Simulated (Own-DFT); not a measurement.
# How strain changes the stress of wurtzite AlGaN with randomly placed atoms, 72 atoms (Al27Ga9N36)

All numbers below are calculated, not measured. The program, named Own-DFT, is a retired in-house plane-wave density functional code that no person has reviewed. Each row is one single-point run on a periodic cell that was not relaxed, without spin or spin-orbit coupling.

Settings of every run: PBE; PseudoDojo norm-conserving scalar-relativistic files (stringent for Ga); cutoff 96 hartree; 4 x 4 x 3 k mesh centred on Gamma; Gaussian smearing of 0.01 eV.

Known limits: forces on such cells passed a denser k mesh, each cell not checked; stress not checked against mesh or cutoff.

Unstrained cell vectors in Å: (9.394, 0.000, 0.000); (-4.697, 8.135, 0.000); (0.000, 0.000, 10.066). The unstrained cell has measured lattice constants (interpolated for alloys), not those of this functional. That, the random moves and any unrelaxed bonds set the pressure at no strain. Each run strains this cell uniformly, with the atoms carried along. Every atom was also moved at random, by a Gaussian of width 0.05 Å on each axis. The random placing of the alloy's atoms differs from row to row. Strain is the symmetric tensor, in per cent. Stress is positive in tension, and the pressure is minus a third of its trace.

| run | e_xx (%) | e_yy (%) | e_zz (%) | s_xx (GPa) | s_yy (GPa) | s_zz (GPa) | P (GPa) | E (meV/atom) |
|---|---|---|---|---|---|---|---|---|
| 1 | 2.50 | 2.50 | 0.00 | 6.24 | 7.33 | -4.25 | -3.10 | 9.4 |
| 2 | -2.25 | -2.25 | 0.00 | -22.08 | -23.75 | -8.67 | 18.17 | 73.8 |
| 3 | 1.75 | 1.75 | 0.00 | 3.26 | 3.16 | -7.03 | 0.21 | 22.8 |
| 4 | -1.25 | -1.25 | 0.00 | -14.37 | -12.77 | -9.28 | 12.14 | 22.3 |
| 5 | -0.75 | -0.75 | 0.00 | -11.47 | -10.55 | -7.77 | 9.93 | 18.4 |
| 6 | -1.75 | -1.75 | 0.00 | -18.61 | -16.29 | -9.51 | 14.81 | 39.2 |
| 7 | 1.00 | 1.00 | 0.00 | -1.43 | -1.33 | -4.24 | 2.33 | 0.0 |
| 8 | -3.00 | -3.00 | 0.00 | -24.14 | -27.37 | -11.41 | 20.97 | 56.5 |
| 9 | -2.00 | -2.00 | 0.00 | ? | ? | ? | ? | ? |

E is the free energy for each atom above the lowest run shown.

## Worked fit

The change of volume is close to e_xx + e_yy + e_zz. A straight line through the runs shown gives P = 7.45 - 220 x (fractional change of volume) GPa, with an error of 7 on the slope and a scatter of 0.77 GPa. The strain isn't the same on all axes and the cell isn't cubic, so the slope belongs to this path and is not the bulk modulus.

## Withheld run

Question: what pressure should run 9 give? Its volume changes by -3.96 %.

The line gives 16.2 GPa. The calculation gave 15.73 GPa.
